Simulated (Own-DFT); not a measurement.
# Misfit strain and the stress it brings: diamond-structure SiGeSn with randomly placed atoms, 64 atoms (Ge44Si16Sn4)

No measurement is shown. These are fixed-geometry runs of a retired plane-wave code named Own-DFT, which no person has reviewed; spin and spin-orbit coupling are neglected.

All runs used: PBE; PseudoDojo norm-conserving scalar-relativistic files; cutoff 49 hartree; 3 x 3 x 3 k mesh centred on Gamma; Fermi-Dirac smearing of 0.1 eV.

Caveats: forces on such cells moved up to 12 meV/angstrom on a denser k mesh; stress not checked against mesh or cutoff.

Unstrained cell vectors in Å: (11.306, 0.000, 0.000); (0.000, 11.306, 0.000); (0.000, 0.000, 11.306). The unstrained cell has measured lattice constants (interpolated for alloys), not those of this functional. That, the random moves and any unrelaxed bonds set the pressure at no strain. Each run strains x and y alike by e, as a substrate would, and holds the height along z. Each coordinate of each atom was shifted by a normal deviate of width 0.05 Å. The random placing of the alloy's atoms differs from row to row. Stress is positive in tension.

| e (%) | u (Å) | (s_xx + s_yy)/2 (GPa) | s_zz (GPa) |
|---|---|---|---|
| -3.00 | 0.050 | -10.69 | -8.51 |
| -2.75 | 0.055 | -10.31 | -8.44 |
| -2.25 | 0.051 | -8.93 | -7.10 |
| -2.00 | 0.049 | -8.39 | -6.98 |
| -1.25 | 0.050 | -6.81 | -5.89 |
| -0.75 | 0.050 | -5.89 | -5.50 |
| 0.25 | 0.051 | ? | ? |
| 0.75 | 0.049 | -2.85 | -3.36 |
| 2.25 | 0.051 | -0.66 | -1.98 |
| 2.75 | 0.049 | 0.01 | -1.72 |

## Working it out

With e as a fraction, the in-plane stress is -4.3 + 186 e - 1001 e² GPa (errors 2 and 119, scatter 0.10), and s_zz is -4.3 + 119 e - 793 e² GPa (slope ± 3, scatter 0.20). At e = 0 the first slope is C11 + C12 and the second 2 C12, both with the ions held to the strained lattice and at the cell's own pressure. The term in e² is negative: the layer stiffens under compression and softens under tension. A free layer would change its height as e changes, and the in-plane slope would drop by 2 C12²/C11 to the biaxial modulus. At fixed height, a misfit of 1 % moves the in-plane stress by about 1.9 GPa and s_zz by 1.2 GPa.

## Check

The question: what are the two stresses at e = 0.25 %?

From the fit: -3.9 and -4.0 GPa. The calculation gave -3.65 and -4.07 GPa.
